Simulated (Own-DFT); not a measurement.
## Calculated data, Hf36O71 (tetragonal hafnia with one neutral oxygen vacancy, atoms displaced)

All values are calculated (Own-DFT development build). A calculation, not a measurement: plane-wave PBE and HSE06 DFT by an unreviewed code, no spin, of a simulated cell at Gamma alone, so results move with cell size and shape, stress positive in tension, energies less offsets, not probed for a lower state with spin; hafnium file: forces about 75 meV/angstrom off all-electron values; oxygen file: force components 24 meV/angstrom off all-electron in a glass; k mesh not checked against a denser one; forces and stress are PBE's, HSE06 gives the energy alone, and its difference from PBE has offsets of its own; offsets are fitted by least squares, one for each functional and potential file, so energies compare only between cells with the same atoms and settings and are not formation energies; the far tail of each file's local potential was reset to the Coulomb form; each entry is a single point on an unrelaxed cell, so the pressure reflects the starting lattice, taken from the Materials Project, from which strain is counted, and rises with the displacements; printed positions are rounded, which can move forces by about a meV/angstrom; the program is a retired in-house code; no spin-orbit coupling.

Settings shared by all entries: first functional PBE; second functional HSE06; exact exchange share 0.25; screening 0.11 1/bohr; exchange divergence Gygi-Baldereschi; potential files PseudoDojo norm-conserving, scalar-relativistic, made for PBE, standard set; wave cutoff 48 hartree; occupations fixed; k mesh 1 x 1 x 1 centred on Gamma.

```yaml
- entry: 1
  formula: Hf36O71
  kind: "tetragonal hafnia with one neutral oxygen vacancy, atoms displaced"
  structure:
    cell_angstrom: [[10.78, 0.0, 0.0], [0.0, 10.78, 0.0], [0.0, 0.0, 10.4493]]
    atoms_fractional:
      - [Hf, 0.00841, 0.99915, 0.99797]
      - [Hf, 0.16686, 0.16772, 0.25389]
      - [O, 0.00661, 0.17155, 0.14558]
      - [O, 0.1683, 0.99426, 0.3502]
      - [O, 0.00309, 0.16409, 0.40435]
      - [O, 0.16781, 0.0027, 0.10154]
      - [Hf, 0.99453, 0.99519, 0.49927]
      - [Hf, 0.16109, 0.16756, 0.75472]
      - [O, 0.0024, 0.16622, 0.64772]
      - [O, 0.1611, 0.0035, 0.85777]
      - [O, 0.99911, 0.16504, 0.90149]
      - [O, 0.16731, 0.99475, 0.59782]
      - [Hf, 0.00469, 0.33248, 0.00703]
      - [Hf, 0.17295, 0.49281, 0.24438]
      - [O, 0.00645, 0.49541, 0.15131]
      - [O, 0.16658, 0.33103, 0.34359]
      - [O, 0.00625, 0.49669, 0.40496]
      - [O, 0.16071, 0.33604, 0.09073]
      - [Hf, 0.00194, 0.34137, 0.49237]
      - [Hf, 0.16361, 0.50214, 0.74394]
      - [O, 0.99434, 0.5023, 0.65811]
      - [O, 0.16131, 0.32874, 0.84796]
      - [O, 8.0e-05, 0.49609, 0.90442]
      - [O, 0.1686, 0.33114, 0.5917]
      - [Hf, 0.99973, 0.65949, 0.00263]
      - [Hf, 0.16609, 0.83618, 0.25186]
      - [O, 0.00453, 0.83554, 0.14856]
      - [O, 0.16603, 0.66679, 0.34576]
      - [O, 0.99256, 0.83129, 0.40417]
      - [O, 0.15993, 0.67255, 0.10129]
      - [Hf, 0.99581, 0.66062, 0.50553]
      - [Hf, 0.16145, 0.83514, 0.75149]
      - [O, 0.00458, 0.83371, 0.65939]
      - [O, 0.16203, 0.66035, 0.83942]
      - [O, 0.00583, 0.83448, 0.89379]
      - [O, 0.16472, 0.67982, 0.59755]
      - [Hf, 0.33367, 0.00108, 0.00858]
      - [Hf, 0.49731, 0.17461, 0.24602]
      - [O, 0.33336, 0.17453, 0.15071]
      - [O, 0.50855, 0.0055, 0.3497]
      - [O, 0.33908, 0.17035, 0.40206]
      - [O, 0.50507, 0.00206, 0.10146]
      - [Hf, 0.33743, 0.99736, 0.50189]
      - [Hf, 0.49988, 0.16815, 0.74148]
      - [O, 0.3333, 0.16853, 0.65902]
      - [O, 0.50777, 0.99627, 0.84852]
      - [O, 0.33943, 0.16801, 0.90418]
      - [O, 0.49671, 0.99646, 0.59666]
      - [Hf, 0.32962, 0.34, 0.99766]
      - [Hf, 0.50006, 0.50179, 0.25591]
      - [O, 0.32265, 0.49198, 0.15185]
      - [O, 0.49477, 0.33119, 0.34324]
      - [O, 0.33191, 0.49902, 0.40564]
      - [O, 0.50464, 0.33317, 0.10072]
      - [Hf, 0.33139, 0.33763, 0.50191]
      - [Hf, 0.48942, 0.49877, 0.75226]
      - [O, 0.32628, 0.50127, 0.65505]
      - [O, 0.49903, 0.33595, 0.84365]
      - [O, 0.33205, 0.49609, 0.90611]
      - [O, 0.5045, 0.33158, 0.59854]
      - [Hf, 0.33809, 0.6597, 0.0037]
      - [Hf, 0.49271, 0.8347, 0.24229]
      - [O, 0.33917, 0.83244, 0.15779]
      - [O, 0.49504, 0.66971, 0.35738]
      - [O, 0.33259, 0.83707, 0.39835]
      - [O, 0.49745, 0.67076, 0.10131]
      - [Hf, 0.33392, 0.66568, 0.50022]
      - [Hf, 0.49724, 0.83087, 0.75373]
      - [O, 0.32769, 0.8325, 0.65165]
      - [O, 0.50572, 0.66609, 0.84497]
      - [O, 0.33261, 0.8364, 0.90192]
      - [O, 0.50895, 0.67047, 0.60076]
      - [Hf, 0.67163, 0.01089, 0.99791]
      - [Hf, 0.8309, 0.16905, 0.25222]
      - [O, 0.6675, 0.16834, 0.15112]
      - [O, 0.83844, 0.00501, 0.34799]
      - [O, 0.83052, 0.99763, 0.10288]
      - [Hf, 0.66041, 0.00378, 0.49837]
      - [Hf, 0.83152, 0.16339, 0.74839]
      - [O, 0.67029, 0.16372, 0.6533]
      - [O, 0.82994, 0.00434, 0.85368]
      - [O, 0.66431, 0.16609, 0.89718]
      - [O, 0.83532, 0.00982, 0.59394]
      - [Hf, 0.67012, 0.33365, 0.99836]
      - [Hf, 0.83234, 0.50521, 0.24775]
      - [O, 0.67224, 0.49752, 0.15183]
      - [O, 0.83468, 0.33372, 0.33914]
      - [O, 0.66118, 0.50109, 0.39218]
      - [O, 0.83226, 0.32608, 0.10047]
      - [Hf, 0.66435, 0.32973, 0.5055]
      - [Hf, 0.8406, 0.49906, 0.75626]
      - [O, 0.66743, 0.5066, 0.65156]
      - [O, 0.83698, 0.33722, 0.84294]
      - [O, 0.66486, 0.49838, 0.90429]
      - [O, 0.82804, 0.33163, 0.59558]
      - [Hf, 0.67365, 0.66657, 0.99814]
      - [Hf, 0.83232, 0.8432, 0.24873]
      - [O, 0.67044, 0.83016, 0.15223]
      - [O, 0.83182, 0.66724, 0.34727]
      - [O, 0.66455, 0.83568, 0.40142]
      - [O, 0.83504, 0.66697, 0.10055]
      - [Hf, 0.6613, 0.66742, 0.50489]
      - [Hf, 0.83237, 0.83499, 0.75765]
      - [O, 0.66979, 0.83537, 0.64579]
      - [O, 0.8367, 0.66321, 0.83829]
      - [O, 0.66197, 0.8301, 0.89943]
      - [O, 0.8366, 0.67209, 0.59276]
  results:
    "PBE_energy_of_cell_above_offsets [eV]": "-97.512"
    "HSE06_less_PBE_above_offsets [eV]": "0.007"
    "PBE_pressure [GPa]": 2.18
    "PBE_stress_xx [GPa]": -2.65
    "PBE_stress_yy [GPa]": -1.3
    "PBE_stress_zz [GPa]": -2.57
    "PBE_stress_yz [GPa]": -0.24
    "PBE_stress_xz [GPa]": -0.6
    "PBE_stress_xy [GPa]": 0.07
    force_element: [Hf, Hf, O, O, O, O, Hf, Hf, O, O, O, O, Hf, Hf, O, O, O, O, Hf, Hf, O, O, O, O, Hf, Hf, O, O, O, O, Hf, Hf, O, O, O, O, Hf, Hf, O, O, O, O, Hf, Hf, O, O, O, O, Hf, Hf, O, O, O, O, Hf, Hf, O, O, O, O, Hf, Hf, O, O, O, O, Hf, Hf, O, O, O, O, Hf, Hf, O, O, O, Hf, Hf, O, O, O, O, Hf, Hf, O, O, O, O, Hf, Hf, O, O, O, O, Hf, Hf, O, O, O, O, Hf, Hf, O, O, O, O]
    "force_x [eV/angstrom]": [-0.805, -0.397, -0.427, -0.072, 0.25, 0.739, 1.321, -0.103, -0.282, 0.495, -0.184, 0.135, -2.649, -3.041, -1.104, 0.18, -0.266, 2.804, -1.124, -1.145, 1.857, 0.59, -0.095, -0.691, 0.567, -0.477, -0.886, 0.593, 0.316, 1.96, 0.465, 0.985, -2.379, 0.417, -0.788, 0.2, 0.725, 0.457, -0.795, -0.127, -0.627, -0.893, -1.734, -0.34, -0.396, -0.363, -0.122, 0.722, 0.959, 1.639, 3.405, 0.367, 0.174, -0.792, 0.678, 2.927, 1.1, -0.171, 0.256, -1.432, -1.338, 3.833, -2.864, -0.352, 0.488, 0.41, -0.253, 0.422, 1.529, -1.156, 0.119, -3.364, -0.755, 0.787, -0.145, -0.636, 0.919, 0.544, 1.703, -1.254, -0.021, 0.246, -0.853, 0.002, -0.039, -1.296, 0.045, -0.293, 0.307, 1.273, -2.759, -0.316, -0.507, 0.174, 1.042, -0.769, 0.149, -0.933, 0.38, 0.407, 0.446, 2.222, -0.119, -0.053, -0.214, 1.059, -0.785]
    "force_y [eV/angstrom]": [0.015, -1.734, -0.41, 1.509, 0.882, -0.275, 0.71, -1.102, 0.245, -0.082, 0.298, 0.339, -1.053, 1.767, 0.378, 0.575, 1.413, 0.112, -3.546, -0.626, -0.195, 1.565, 0.576, 0.754, 1.132, -1.101, 0.358, -0.541, -0.339, -0.564, 1.754, 0.352, 0.35, 0.304, -0.657, -1.538, 0.655, -1.437, -0.292, 0.105, -0.358, -0.225, 0.329, -0.776, 0.123, 0.769, -0.207, 0.463, -3.467, -0.161, 0.658, 1.495, 0.157, 0.618, -2.03, 0.363, 0.154, -0.272, 1.8, 0.26, 2.082, 0.648, 0.208, -0.561, -0.676, -0.992, 2.004, 0.96, -0.268, -0.908, -1.087, -0.261, -1.638, 0.023, -0.231, -0.08, 0.246, -0.813, 0.835, 0.096, -0.946, 1.388, -0.501, -0.007, 0.072, 0.469, 0.584, -0.59, 0.427, 0.68, -0.722, -0.309, -1.412, 0.444, 0.238, 0.312, -0.983, -0.4, -0.417, 0.128, -0.429, 0.368, 0.07, 0.297, 1.235, 0.132, -0.062]
    "force_z [eV/angstrom]": [0.389, -0.05, 1.027, -0.318, -0.624, 0.362, 0.29, -0.816, 1.079, -0.493, -0.027, 0.169, -1.462, 1.991, 0.046, 0.411, -0.587, 1.332, 1.263, 1.197, -1.613, -0.189, -0.053, 0.363, -0.331, 0.307, 0.207, -0.051, -0.055, -1.116, -1.405, -0.035, -0.926, 0.961, 1.472, -0.356, -1.413, 0.195, 0.157, -0.348, 0.503, -0.325, -0.424, 1.936, -0.657, -0.523, 0.513, 0.693, 0.738, 0.041, -1.232, 0.882, -0.449, -0.842, -0.403, -0.469, -0.818, 0.172, -1.091, 0.133, -0.469, 2.55, -1.878, -1.025, 0.548, -0.181, -0.179, -0.712, 0.129, 0.989, 0.933, 0.611, 0.473, -0.835, 0.271, 0.276, -0.504, -0.609, -0.357, -0.97, -0.265, 0.042, 0.801, 0.473, 0.537, -0.328, 1.179, 0.96, -0.961, -1.439, -1.137, 0.553, 0.703, 0.132, -0.448, 0.359, 0.507, -0.276, -0.42, 0.22, -0.876, -1.324, -1.545, 1.198, 1.962, 0.348, 0.662]
- entry: 2
  formula: Hf36O71
  kind: "tetragonal hafnia with one neutral oxygen vacancy, atoms displaced"
  structure:
    cell_angstrom: [[10.78, 0.0, 0.0], [0.0, 10.78, 0.0], [0.0, 0.0, 10.4493]]
    atoms_fractional:
      - [Hf, 0.99929, 0.99874, 0.99876]
      - [Hf, 0.16742, 0.16487, 0.24758]
      - [O, 0.00048, 0.1656, 0.15607]
      - [O, 0.16814, 0.00299, 0.34542]
      - [O, 0.99905, 0.17158, 0.40108]
      - [O, 0.16656, 0.00262, 0.09785]
      - [Hf, 0.00238, 0.00336, 0.50302]
      - [Hf, 0.16618, 0.16709, 0.74851]
      - [O, 0.00393, 0.16417, 0.65112]
      - [O, 0.16616, 0.00122, 0.84862]
      - [O, 0.99575, 0.16419, 0.90316]
      - [O, 0.16819, 0.00041, 0.5968]
      - [Hf, 0.00236, 0.33505, 0.99969]
      - [Hf, 0.16497, 0.50446, 0.24679]
      - [O, 0.99188, 0.50039, 0.15618]
      - [O, 0.16449, 0.33917, 0.34814]
      - [O, 0.00266, 0.50155, 0.40126]
      - [O, 0.16364, 0.33057, 0.1007]
      - [Hf, 0.99953, 0.33468, 0.49911]
      - [Hf, 0.16688, 0.49896, 0.74902]
      - [O, 0.00045, 0.50079, 0.6534]
      - [O, 0.16237, 0.33201, 0.84331]
      - [O, 0.99761, 0.49637, 0.90262]
      - [O, 0.16699, 0.33334, 0.5982]
      - [Hf, 0.00096, 0.66758, 0.00223]
      - [Hf, 0.16994, 0.83425, 0.25208]
      - [O, 0.00201, 0.83564, 0.15493]
      - [O, 0.16835, 0.66296, 0.34994]
      - [O, 0.16733, 0.6696, 0.09049]
      - [Hf, 0.00269, 0.6688, 0.49814]
      - [Hf, 0.16711, 0.83312, 0.75295]
      - [O, 0.00402, 0.83217, 0.65326]
      - [O, 0.16353, 0.66653, 0.84528]
      - [O, 0.99454, 0.83347, 0.90113]
      - [O, 0.16901, 0.6709, 0.6013]
      - [Hf, 0.33596, 0.00254, 0.99933]
      - [Hf, 0.49947, 0.17088, 0.25187]
      - [O, 0.33038, 0.16407, 0.15226]
      - [O, 0.49731, 0.99726, 0.35048]
      - [O, 0.3372, 0.16606, 0.39756]
      - [O, 0.50198, 0.99725, 0.09953]
      - [Hf, 0.33094, 0.00123, 0.50144]
      - [Hf, 0.49768, 0.1655, 0.75112]
      - [O, 0.33234, 0.16236, 0.64933]
      - [O, 0.50145, 0.00103, 0.85241]
      - [O, 0.33032, 0.16541, 0.89985]
      - [O, 0.50493, 0.0001, 0.59656]
      - [Hf, 0.33674, 0.33159, 0.00236]
      - [Hf, 0.50186, 0.50219, 0.24907]
      - [O, 0.33223, 0.50084, 0.15423]
      - [O, 0.49988, 0.33132, 0.3447]
      - [O, 0.33009, 0.49747, 0.40341]
      - [O, 0.50157, 0.32581, 0.1003]
      - [Hf, 0.33267, 0.33908, 0.50029]
      - [Hf, 0.50121, 0.50376, 0.7505]
      - [O, 0.33067, 0.50145, 0.65162]
      - [O, 0.5001, 0.33339, 0.84745]
      - [O, 0.3365, 0.49955, 0.90535]
      - [O, 0.4988, 0.3333, 0.59734]
      - [Hf, 0.32523, 0.66613, 0.00121]
      - [Hf, 0.50241, 0.83067, 0.25177]
      - [O, 0.33284, 0.83369, 0.14923]
      - [O, 0.50059, 0.66526, 0.34528]
      - [O, 0.33396, 0.83452, 0.40424]
      - [O, 0.49758, 0.66229, 0.09397]
      - [Hf, 0.33314, 0.67209, 0.49318]
      - [Hf, 0.49859, 0.83045, 0.74642]
      - [O, 0.33658, 0.83172, 0.65134]
      - [O, 0.50097, 0.67079, 0.85138]
      - [O, 0.33468, 0.83335, 0.90093]
      - [O, 0.50585, 0.66901, 0.59511]
      - [Hf, 0.66785, 0.99942, 0.99991]
      - [Hf, 0.83207, 0.16642, 0.25455]
      - [O, 0.66438, 0.16999, 0.14833]
      - [O, 0.83693, 0.99623, 0.34626]
      - [O, 0.67116, 0.16783, 0.4032]
      - [O, 0.83505, 0.99924, 0.09388]
      - [Hf, 0.66326, 0.99856, 0.4983]
      - [Hf, 0.83367, 0.16507, 0.75333]
      - [O, 0.66718, 0.16807, 0.65556]
      - [O, 0.83329, 0.99811, 0.85279]
      - [O, 0.66288, 0.16367, 0.90494]
      - [O, 0.83427, 0.00026, 0.5994]
      - [Hf, 0.66343, 0.33472, 0.99427]
      - [Hf, 0.83105, 0.50186, 0.25049]
      - [O, 0.66814, 0.50399, 0.15139]
      - [O, 0.83608, 0.33165, 0.34493]
      - [O, 0.67212, 0.49689, 0.40278]
      - [O, 0.83361, 0.32545, 0.09817]
      - [Hf, 0.66508, 0.33085, 0.50513]
      - [Hf, 0.83606, 0.50147, 0.74653]
      - [O, 0.66304, 0.49793, 0.65127]
      - [O, 0.83096, 0.33052, 0.84988]
      - [O, 0.66557, 0.50058, 0.90366]
      - [O, 0.83647, 0.32865, 0.59982]
      - [Hf, 0.66382, 0.671, 0.00354]
      - [Hf, 0.83733, 0.82741, 0.24776]
      - [O, 0.66733, 0.83568, 0.15072]
      - [O, 0.83628, 0.66942, 0.34776]
      - [O, 0.6659, 0.83525, 0.39577]
      - [O, 0.82953, 0.6648, 0.10365]
      - [Hf, 0.66429, 0.66352, 0.50081]
      - [Hf, 0.83637, 0.83206, 0.7535]
      - [O, 0.66866, 0.82697, 0.6511]
      - [O, 0.83139, 0.66973, 0.84734]
      - [O, 0.66942, 0.82991, 0.89996]
      - [O, 0.83839, 0.66209, 0.5981]
  results:
    "PBE_stress_yy [GPa]": null
    "PBE_stress_zz [GPa]": null
    "PBE_pressure [GPa]": null
```

To be estimated
1. Estimate the PBE stress yy of Hf36O71 (tetragonal hafnia with one neutral oxygen vacancy, atoms displaced) (entry 2).
2. Hf36O71 (tetragonal hafnia with one neutral oxygen vacancy, atoms displaced) (entry 2): PBE stress zz?
3. Hf36O71 (tetragonal hafnia with one neutral oxygen vacancy, atoms displaced) (entry 2): PBE pressure?
4. Give the table of force values for Hf36O71 (tetragonal hafnia with one neutral oxygen vacancy, atoms displaced) (entry 2).

Calculated values
1. -0.38 GPa
2. -1.18 GPa
3. 0.69 GPa
4. 
Force:
```
element  x (eV/Å)  y (eV/Å)  z (eV/Å)
     Hf    -0.034     0.921     0.537
     Hf    -0.779     1.104     0.195
      O    -0.078     -0.23    -0.141
      O    -0.276    -1.072     0.615
      O     0.186    -0.941     0.605
      O     0.193    -0.345    -0.147
     Hf    -0.931    -0.139      -0.6
     Hf     0.098     -0.21     0.113
      O    -0.603    -0.071     0.172
      O    -0.095     -0.39    -0.275
      O     0.275     0.496    -0.112
      O    -0.113    -0.252     0.136
     Hf    -1.275    -1.364     0.522
     Hf    -0.539    -1.997      0.84
      O     1.759     0.409    -0.913
      O     0.318    -0.523    -0.354
      O    -0.304     0.296     0.416
      O     0.898     0.562    -0.699
     Hf     0.341      0.05    -0.532
     Hf    -0.164    -0.128    -0.256
      O     0.384    -0.195    -0.015
      O     0.232     0.316     0.614
      O     0.071     1.277     0.113
      O     0.111     0.059    -0.072
     Hf    -1.534    -0.348    -0.719
     Hf    -0.327     0.865    -0.097
      O     0.588     -0.66     0.137
      O     0.062     1.224    -0.364
      O    -1.347    -0.385     1.514
     Hf     0.027     0.298      0.27
     Hf     0.389       0.2    -0.519
      O     -0.45     0.177    -0.303
      O     0.025    -0.217     0.701
      O     0.583    -0.595     0.356
      O     0.069     -0.17    -0.882
     Hf     0.085    -0.616     0.432
     Hf     0.113    -1.393    -0.658
      O     0.932     0.287    -0.565
      O     0.301     0.277    -0.298
      O    -0.327     0.404     0.811
      O    -0.508     0.062    -0.099
     Hf     0.939     0.938    -0.351
     Hf     0.463    -0.313    -0.039
      O     0.256     0.004     0.237
      O    -0.338    -0.454    -0.833
      O     0.315     0.785     0.167
      O    -1.027    -0.027       0.5
     Hf    -0.481    -0.177     0.023
     Hf     0.033    -0.767    -0.421
      O      0.15    -0.047    -0.144
      O     0.185      1.31     0.599
      O     0.606     1.274    -0.284
      O    -0.795     0.743    -0.384
     Hf    -0.486    -1.174    -0.285
     Hf    -0.402    -0.085     0.542
      O     0.863    -0.028     0.238
      O    -0.154     0.169     0.014
      O     -0.38    -0.197    -0.114
      O    -0.171     0.017     0.051
     Hf     2.455     0.523    -1.098
     Hf     0.301     1.624    -0.832
      O     0.185    -0.402     0.667
      O    -0.112    -0.252     0.558
      O    -0.215    -0.068    -0.743
      O    -0.279     0.109     0.721
     Hf    -0.448    -1.119     1.497
     Hf     0.968     0.644     0.857
      O     -0.55     0.117      -0.2
      O    -0.114    -0.751    -0.938
      O    -0.437    -0.081     0.091
      O    -1.664    -0.301     0.221
     Hf    -0.067    -0.136     0.291
     Hf      0.19     0.058    -1.311
      O     0.281    -0.565     0.998
      O     0.471    -0.266     0.176
      O    -0.334    -0.391     0.082
      O    -0.192    -0.097     0.416
     Hf     1.156    -0.226    -0.168
     Hf      0.26    -0.112    -0.097
      O     -0.38     0.188    -0.053
      O    -0.109      0.16    -0.743
      O     0.134       0.6     -0.59
      O    -0.086      0.01    -0.245
     Hf     1.419    -0.979     0.849
     Hf    -0.239    -0.843     0.415
      O     -0.76    -0.385     0.245
      O    -0.102     0.801      0.56
      O    -0.431     0.308     0.063
      O    -0.181     0.658    -0.559
     Hf     0.679    -0.122    -0.226
     Hf    -0.392     -0.18     0.713
      O     0.746     0.095     0.044
      O    -0.166     0.647    -0.564
      O    -0.175     0.529    -0.353
      O    -0.572     0.443    -0.126
     Hf     0.148    -0.358    -0.671
     Hf    -0.857     1.394       0.2
      O    -0.276    -0.583     0.003
      O     0.331    -0.324     0.559
      O    -0.292    -0.905     0.665
      O     0.974     0.493    -0.689
     Hf     1.686     0.897    -0.177
     Hf    -0.593     0.573    -0.599
      O     0.063     0.214    -0.054
      O     0.433    -1.274     0.225
      O    -0.107     0.739     0.236
      O    -0.684    -0.107    -0.315
```

Further results for Hf36O71 (tetragonal hafnia with one neutral oxygen vacancy, atoms displaced) (entry 2):

| Item | Value |
| --- | --- |
| PBE energy of cell above offsets | -100.974 eV |
| HSE06 less PBE above offsets | -0.144 eV |
| PBE stress xx | -0.5 GPa |
| PBE stress yz | 0.41 GPa |
| PBE stress xz | 0.71 GPa |
| PBE stress xy | 0.03 GPa |
